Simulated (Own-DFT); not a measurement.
Simulation results for AlN (wurtzite, strained, atoms displaced)

All values are calculated (Own-DFT development build). A calculation, not a measurement: plane-wave PBE density functional theory by an unreviewed code, no spin, of a simulated periodic cell, stress positive in tension, free energy of the whole cell less one offset for each atom, forces on such cells moved up to 12 meV/angstrom on a denser k mesh; offsets are fitted by least squares, one for each functional and potential file, so energies compare only between cells with the same atoms and settings and are not formation energies; the far tail of each file's local potential was reset to the Coulomb form; each entry is a single point on an unrelaxed cell, so the pressure reflects the starting lattice, mostly measured values (interpolated for alloys), from which strain is counted, and rises with the displacements; printed positions are rounded, which can move forces by about a meV/angstrom; the program, named Own-DFT, is a retired in-house code; no spin-orbit coupling; before rounding, a Quantum ESPRESSO 7.3.1 run of the same cell and cutoff gave forces within 1 meV/angstrom rms on each cell, which checks the program and not the settings.

Common to all runs: functional PBE; potential files PseudoDojo norm-conserving, scalar-relativistic, standard set; wave cutoff 42 hartree; occupations Fermi-Dirac; smearing width 0.1 eV; k mesh 3 x 3 x 2 centred on Gamma.

(1) AlN (wurtzite, strained, atoms displaced)

```
AlN
1.0
      9.2244    -0.1691     0.0640
     -4.7586     8.0705    -0.1357
      0.0683    -0.1278     9.7762
Al N Al N Al N Al N Al N Al N Al N Al N Al N Al N Al N Al N Al N Al N Al N Al N Al N Al N
2 2 2 2 2 2 2 2 2 2 2 2 2 2 2 2 2 2 2 2 2 2 2 2 2 2 2 2 2 2 2 2 2 2 2 2
Direct
  0.10914 0.22012 0.99368
  0.23008 0.10812 0.24805
  0.11403 0.22136 0.19147
  0.23177 0.10971 0.44135
  0.10813 0.23118 0.49838
  0.22521 0.11169 0.74671
  0.10962 0.21614 0.68275
  0.22129 0.11478 0.93881
  0.10644 0.54519 0.99814
  0.22923 0.44244 0.24306
  0.10941 0.55420 0.19636
  0.22770 0.45026 0.43726
  0.11091 0.55799 0.50133
  0.21671 0.44210 0.74265
  0.11318 0.55754 0.68232
  0.21724 0.44215 0.93664
  0.11702 0.89242 0.99567
  0.22866 0.78201 0.24555
  0.11617 0.89237 0.19670
  0.21169 0.77017 0.43468
  0.10682 0.88994 0.49589
  0.22230 0.77222 0.74661
  0.11188 0.89446 0.69375
  0.22351 0.78915 0.94249
  0.44402 0.21742 0.00783
  0.55077 0.10992 0.24950
  0.45322 0.22583 0.18489
  0.57066 0.11862 0.43842
  0.44595 0.22142 0.49407
  0.55915 0.11197 0.75039
  0.44682 0.22165 0.69392
  0.55876 0.11451 0.93885
  0.44548 0.55277 0.00281
  0.54874 0.44551 0.25718
  0.44972 0.55135 0.18792
  0.55455 0.43708 0.44789
  0.45064 0.56316 0.50061
  0.55723 0.45272 0.76016
  0.44230 0.54613 0.69540
  0.54809 0.43417 0.93860
  0.44257 0.89564 0.99943
  0.55707 0.77406 0.25409
  0.44711 0.87887 0.18580
  0.55226 0.77568 0.44144
  0.44132 0.89471 0.50658
  0.55658 0.77974 0.74144
  0.43832 0.89062 0.69608
  0.55435 0.78095 0.93984
  0.78506 0.22071 0.99543
  0.89925 0.12168 0.24867
  0.78329 0.22778 0.19140
  0.90354 0.11953 0.43950
  0.77497 0.22273 0.50333
  0.88508 0.10607 0.74713
  0.77862 0.21683 0.69822
  0.88776 0.11147 0.93713
  0.78788 0.56359 0.00789
  0.87361 0.43628 0.25188
  0.76953 0.54304 0.18449
  0.88142 0.44437 0.43555
  0.77033 0.55921 0.49634
  0.88080 0.43436 0.74367
  0.76814 0.54393 0.69399
  0.88739 0.44247 0.94023
  0.76983 0.89051 0.99841
  0.88606 0.78209 0.25426
  0.78710 0.89555 0.18820
  0.89741 0.78888 0.44686
  0.78531 0.89499 0.50351
  0.89522 0.77759 0.75218
  0.78195 0.90132 0.69572
  0.88664 0.77307 0.95883
```

```
free energy of cell above offsets : -27.767 eV
pressure                          : 15.51 GPa
stress xx                         : -14.86 GPa
stress yy                         : -15.38 GPa
stress zz                         : -16.3 GPa
stress yz                         : -3.59 GPa
stress xz                         : 1.04 GPa
stress xy                         : -7.49 GPa
```

Force:
```
element  x (eV/Å)  y (eV/Å)  z (eV/Å)
     Al     0.466     0.303     0.808
     Al    -1.475     1.076     0.487
      N     1.701     0.098    -0.998
      N    -2.158     0.139    -0.791
     Al     3.846      0.59    -0.163
     Al    -0.268     1.057     0.241
      N    -0.201      0.59     1.384
      N     0.319    -0.644     0.357
     Al    -0.221     1.923     1.159
     Al    -2.273      0.62     0.863
      N     0.506    -0.509    -1.135
      N    -0.197    -0.055     0.381
     Al    -0.167    -0.596    -2.936
     Al     0.294    -0.466     0.605
      N    -0.268    -1.205      1.88
      N     0.578     0.019      0.06
     Al    -1.505     0.657     1.326
     Al    -1.062    -1.402     0.081
      N     0.136    -1.142     -1.04
      N     0.768     1.809     1.431
     Al     3.133     1.072     1.148
     Al    -2.155     0.991     1.312
      N     1.114     -1.67    -0.892
      N     0.833    -2.574    -0.971
     Al     0.024     0.949    -3.652
     Al     1.768    -0.268    -0.804
      N    -0.402    -0.553     3.171
      N    -2.977    -2.243    -0.037
     Al     1.163    -0.292     2.537
     Al     -2.03     0.499     0.543
      N      0.88     0.324    -1.034
      N    -0.046    -0.375     0.891
     Al     0.051     0.335    -1.981
     Al      1.62    -0.639    -0.982
      N    -0.247     0.889     0.946
      N    -2.034     1.571    -1.678
     Al    -0.181    -1.958     0.725
     Al    -0.152     -2.38    -1.446
      N     -0.46     2.106    -1.208
      N     0.323     1.304      2.52
     Al     1.438    -0.503    -0.681
     Al    -0.001     0.958     -1.38
      N         0     1.545     1.119
      N     0.492     1.442      1.09
     Al    -0.069    -0.545    -1.519
     Al    -0.793    -0.661     1.661
      N     2.171    -0.213    -1.183
      N    -0.945    -1.049    -0.599
     Al    -1.514     0.765     0.915
     Al    -1.418    -0.839      0.11
      N     0.046    -2.448     -0.79
      N    -3.639    -1.818    -0.181
     Al     2.682     1.329     -0.11
     Al     0.799     3.057     0.985
      N     0.393    -0.231    -1.853
      N     0.451    -0.715     0.108
     Al    -0.802    -2.681     -2.34
     Al     1.532     1.987     -0.82
      N    -0.521     1.651     3.733
      N     0.138     0.088     2.465
     Al     2.519     0.105     1.326
     Al    -0.117      1.95     1.275
      N     1.395     2.312    -1.001
      N    -0.234     0.085    -0.795
     Al     1.777     0.028     0.295
     Al     1.067    -0.498    -1.433
      N    -1.024    -0.485     1.218
      N    -3.048    -2.436     -1.03
     Al    -0.662      0.76    -0.488
     Al    -1.418     -0.74     0.995
      N     0.987    -4.205     -1.39
      N     -0.73     2.055    -2.806
```

(2) AlN (wurtzite, strained, atoms displaced)

```
AlN
1.0
      9.5196     0.0384    -0.0891
     -4.7265     8.0195     0.0454
     -0.0951     0.0011    10.0251
Al N Al N Al N Al N Al N Al N Al N Al N Al N Al N Al N Al N Al N Al N Al N Al N Al N Al N
2 2 2 2 2 2 2 2 2 2 2 2 2 2 2 2 2 2 2 2 2 2 2 2 2 2 2 2 2 2 2 2 2 2 2 2
Direct
  0.11170 0.21740 0.99108
  0.22006 0.12191 0.25405
  0.09255 0.22022 0.19376
  0.21726 0.09985 0.44228
  0.10714 0.22487 0.49955
  0.23136 0.11168 0.75526
  0.11448 0.23674 0.69386
  0.22468 0.11859 0.93841
  0.09845 0.55489 0.00723
  0.21582 0.43665 0.25182
  0.10907 0.56629 0.19792
  0.22025 0.44257 0.44321
  0.10954 0.55917 0.50234
  0.21822 0.44423 0.74917
  0.11020 0.55699 0.69140
  0.21958 0.44024 0.94753
  0.11402 0.88355 0.99845
  0.21088 0.76801 0.24216
  0.11152 0.89335 0.19090
  0.22397 0.77300 0.44283
  0.10148 0.88202 0.49273
  0.22440 0.76866 0.74822
  0.11874 0.89207 0.69654
  0.22672 0.78584 0.93564
  0.44374 0.21704 0.99754
  0.55217 0.10670 0.25576
  0.44067 0.21977 0.19498
  0.55901 0.12253 0.43758
  0.44874 0.22353 0.49509
  0.55226 0.10439 0.75445
  0.45448 0.22546 0.68653
  0.55721 0.10737 0.93584
  0.44318 0.54466 0.00589
  0.55047 0.44162 0.24808
  0.44680 0.55900 0.19610
  0.56385 0.44592 0.43311
  0.44030 0.53519 0.50052
  0.55736 0.44223 0.75085
  0.43964 0.54931 0.69337
  0.55643 0.44914 0.94469
  0.44978 0.88850 0.00284
  0.54172 0.77377 0.25097
  0.45099 0.87755 0.17923
  0.55688 0.77731 0.44224
  0.45509 0.89593 0.50288
  0.55481 0.76824 0.75454
  0.44238 0.88510 0.68320
  0.55638 0.77313 0.93985
  0.79012 0.22826 0.99918
  0.88859 0.11453 0.24772
  0.78286 0.22524 0.18191
  0.89072 0.11286 0.44448
  0.77439 0.21660 0.50200
  0.88120 0.11189 0.75184
  0.77985 0.22273 0.68677
  0.88662 0.10320 0.94723
  0.77352 0.54798 0.99694
  0.88179 0.44929 0.24959
  0.79019 0.55352 0.19403
  0.89179 0.44909 0.44043
  0.78777 0.55704 0.50108
  0.89289 0.44594 0.74465
  0.78957 0.55831 0.68501
  0.88709 0.44366 0.94569
  0.76499 0.88793 0.99771
  0.88962 0.78390 0.25416
  0.77662 0.88895 0.19380
  0.88522 0.77864 0.44184
  0.77765 0.88545 0.49955
  0.88155 0.76687 0.74893
  0.77183 0.88741 0.69478
  0.88911 0.78329 0.94945
```

```
free energy of cell above offsets : -29.971 eV
pressure                          : 1.88 GPa
stress xx                         : 2.46 GPa
stress yy                         : -6.38 GPa
stress zz                         : -1.71 GPa
stress yz                         : -0.71 GPa
stress xz                         : -2.86 GPa
stress xy                         : 2.24 GPa
```

Force:
```
element  x (eV/Å)  y (eV/Å)  z (eV/Å)
     Al    -1.245    -0.003     1.321
     Al     0.182    -1.417     -0.52
      N     3.249     0.663    -1.113
      N    -0.316      2.43     -0.11
     Al     0.814    -0.925     0.983
     Al    -1.057     0.414    -1.739
      N     0.206    -3.343    -0.471
      N      1.26    -0.926      0.78
     Al     2.217     0.641    -0.381
     Al    -0.506     1.649    -0.055
      N      0.57    -4.683    -1.721
      N     0.172     0.362    -0.454
     Al     0.866    -0.729    -0.543
     Al     0.552     1.284     1.226
      N     0.136    -1.131    -0.125
      N    -0.578     1.154    -0.417
     Al    -1.558     0.991     0.107
     Al     0.796     4.471     2.283
      N     0.158     0.091     0.055
      N    -0.359     1.523    -0.914
     Al     1.841     0.083      1.68
     Al    -0.757     2.341    -0.099
      N    -0.948    -1.085     -0.91
      N     0.755    -1.299     1.025
     Al     0.168     0.172     0.657
     Al     0.692     0.162    -2.129
      N    -0.059    -0.326    -0.927
      N      1.04     -1.49     0.542
     Al    -1.044    -0.296     0.495
     Al     0.442     0.274    -1.581
      N    -0.588    -0.446     0.513
      N    -0.002     0.843     1.305
     Al    -1.561     1.315    -0.184
     Al     1.522     0.984    -0.159
      N    -0.598    -2.064    -0.653
      N    -0.348    -0.204     1.387
     Al    -0.702     2.244    -0.063
     Al    -0.046     0.469    -0.132
      N     0.704    -0.394    -0.336
      N     0.903     -1.41    -0.759
     Al    -0.285    -0.598     -2.07
     Al     3.569     0.185     1.441
      N    -3.595     2.079     2.048
      N    -0.267    -0.404    -0.001
     Al    -0.848    -1.333    -1.159
     Al      -0.7     0.862    -1.073
      N     0.621    -0.052     2.046
      N    -1.343    -0.708     0.174
     Al    -0.877    -1.694    -0.036
     Al    -1.423    -1.409     0.793
      N    -1.318    -0.162     1.859
      N    -0.675    -0.334    -0.546
     Al     0.555      1.11    -0.785
     Al      1.83    -0.278     0.094
      N     -1.07    -0.138     1.032
      N    -0.398      1.72    -1.586
     Al     0.135     1.831     1.446
     Al     3.594    -2.085     1.213
      N    -4.885     1.754    -1.536
      N     0.336    -0.943     0.284
     Al    -1.173    -0.301    -1.114
     Al     0.214      -0.4     0.832
      N    -1.548    -1.345     0.929
      N    -0.094     0.474    -1.934
     Al     2.367      -0.7     1.578
     Al     0.064     -0.55    -1.434
      N     -0.87    -0.352    -0.179
      N     0.419    -0.353     0.055
     Al    -0.955     0.373     0.346
     Al      0.71     3.098     1.243
      N     0.785    -0.479    -0.488
      N      0.15    -1.259    -1.337
```

(3) AlN (wurtzite, strained, atoms displaced)

```
AlN
1.0
      9.4253     0.0273    -0.0939
     -4.6890     7.9545     0.1914
     -0.1002     0.1780     9.9939
Al N Al N Al N Al N Al N Al N Al N Al N Al N Al N Al N Al N Al N Al N Al N Al N Al N Al N
2 2 2 2 2 2 2 2 2 2 2 2 2 2 2 2 2 2 2 2 2 2 2 2 2 2 2 2 2 2 2 2 2 2 2 2
Direct
  0.11001 0.21677 0.00157
  0.22278 0.11132 0.24380
  0.10182 0.21812 0.18688
  0.21093 0.11475 0.44406
  0.10505 0.22334 0.49916
  0.21353 0.10677 0.75439
  0.11417 0.23003 0.68559
  0.22700 0.10078 0.94396
  0.12096 0.56528 0.00143
  0.22587 0.43652 0.25688
  0.10667 0.55576 0.19396
  0.22024 0.44422 0.43440
  0.11299 0.55561 0.50028
  0.22339 0.44509 0.75075
  0.11140 0.55424 0.68914
  0.22115 0.44998 0.94304
  0.10872 0.88320 0.00531
  0.22891 0.78541 0.24983
  0.12226 0.89669 0.19305
  0.21901 0.77272 0.44502
  0.12174 0.90065 0.50219
  0.21866 0.78176 0.75420
  0.12014 0.89582 0.69563
  0.22599 0.77923 0.93972
  0.44139 0.21165 0.99876
  0.56161 0.11616 0.24644
  0.45735 0.21932 0.19279
  0.55118 0.11246 0.43949
  0.43717 0.20724 0.49653
  0.55633 0.10726 0.74650
  0.44095 0.21877 0.68608
  0.55445 0.10164 0.94097
  0.45423 0.56599 0.99623
  0.56075 0.44665 0.24745
  0.44691 0.55832 0.19527
  0.55554 0.44730 0.44086
  0.43664 0.55089 0.50090
  0.55700 0.43677 0.74216
  0.45199 0.55379 0.68397
  0.55402 0.45390 0.94284
  0.44040 0.88197 0.00527
  0.54885 0.78136 0.24997
  0.44573 0.88994 0.19646
  0.55105 0.78509 0.44432
  0.43525 0.88248 0.50520
  0.55013 0.77201 0.75128
  0.43907 0.87640 0.69880
  0.56637 0.78349 0.94642
  0.76940 0.22040 0.99731
  0.89626 0.10314 0.24348
  0.77825 0.21773 0.18514
  0.88203 0.11063 0.44130
  0.77451 0.22322 0.50834
  0.88796 0.10368 0.75857
  0.77702 0.22769 0.68403
  0.89591 0.12406 0.94125
  0.77836 0.55950 0.98973
  0.88618 0.44464 0.25032
  0.77806 0.56437 0.19018
  0.89255 0.45411 0.44605
  0.78271 0.55893 0.49244
  0.88629 0.43913 0.74370
  0.77196 0.54150 0.69267
  0.89692 0.44644 0.93490
  0.77470 0.88496 0.00312
  0.89331 0.78094 0.25167
  0.76836 0.87690 0.18911
  0.88411 0.77408 0.43630
  0.77984 0.89505 0.50087
  0.88268 0.76919 0.74698
  0.77484 0.89446 0.68987
  0.89015 0.77339 0.93637
```

```
free energy of cell above offsets : -30.446 eV
pressure                          : 5.71 GPa
stress xx                         : -2.71 GPa
stress yy                         : -10.31 GPa
stress zz                         : -4.11 GPa
stress yz                         : 4.05 GPa
stress xz                         : -2.63 GPa
stress xy                         : 1.34 GPa
```

Force:
```
element  x (eV/Å)  y (eV/Å)  z (eV/Å)
     Al     0.271     1.303    -0.744
     Al     0.535     1.316     1.172
      N     2.685     0.522     0.222
      N     1.563     0.477    -1.712
     Al    -0.479    -0.172     0.208
     Al     0.983     1.646    -0.522
      N    -0.279    -1.422     1.337
      N    -1.921     1.304    -0.179
     Al    -1.006    -2.469     0.632
     Al    -1.156     1.285    -2.358
      N     0.985     0.442    -0.196
      N    -0.208      0.14     1.817
     Al    -0.327    -0.883     0.143
     Al     0.213     0.588     0.268
      N    -0.195     0.482     0.194
      N     1.676    -0.268    -0.363
     Al     0.287    -0.816    -0.605
     Al     0.038    -1.724     1.027
      N    -1.357    -1.111    -0.432
      N    -0.516     2.116    -0.753
     Al    -0.898    -2.591     0.106
     Al       1.4    -1.437    -0.435
      N    -2.022    -1.251    -1.152
      N    -0.486     1.029     0.724
     Al     0.797     1.621     0.245
     Al     1.827    -1.193     1.389
      N     -3.49     0.976     -1.11
      N     1.015    -0.733     0.166
     Al    -1.059     2.531     0.255
     Al    -0.445    -0.144     0.289
      N    -0.034    -1.143     0.773
      N    -0.746     0.916    -0.657
     Al    -1.323    -2.014     1.567
     Al    -0.377      0.21     0.673
      N    -0.517    -0.643    -0.898
      N     0.087    -0.738    -0.232
     Al     1.201     0.671    -1.137
     Al    -0.969     0.217     0.843
      N    -1.306    -0.119     1.555
      N     1.329    -1.949    -1.092
     Al     0.645     0.207    -0.274
     Al     1.834    -1.074     1.478
      N    -1.053     0.556    -1.398
      N     0.856    -0.647    -0.377
     Al     0.798     0.553    -0.083
     Al     1.228    -0.056    -0.014
      N    -0.918     1.347    -0.823
      N    -1.776     0.335     -1.37
     Al     1.411     0.937     0.241
     Al    -3.302    -0.244     1.257
      N     0.108     0.363      0.77
      N     0.582     1.319    -0.901
     Al    -0.005    -0.096    -2.882
     Al    -0.382     1.874    -1.424
      N      0.52    -2.095     2.467
      N    -0.056     -1.96     0.334
     Al     0.696    -2.213      1.43
     Al     0.306    -0.058    -0.102
      N     1.108    -0.865    -0.792
      N     0.593    -1.442    -1.095
     Al    -1.409    -1.372     1.247
     Al     1.232     0.919     1.068
      N    -0.157     2.133    -1.019
      N    -1.151      0.28     0.416
     Al     1.394     0.964    -0.324
     Al    -0.147    -0.342    -0.309
      N     0.667     1.308     0.306
      N     0.519     2.605     1.209
     Al    -0.638    -1.756    -0.297
     Al     0.231     0.519    -0.324
      N      0.86    -1.407     0.458
      N    -0.371     2.437     0.096
```
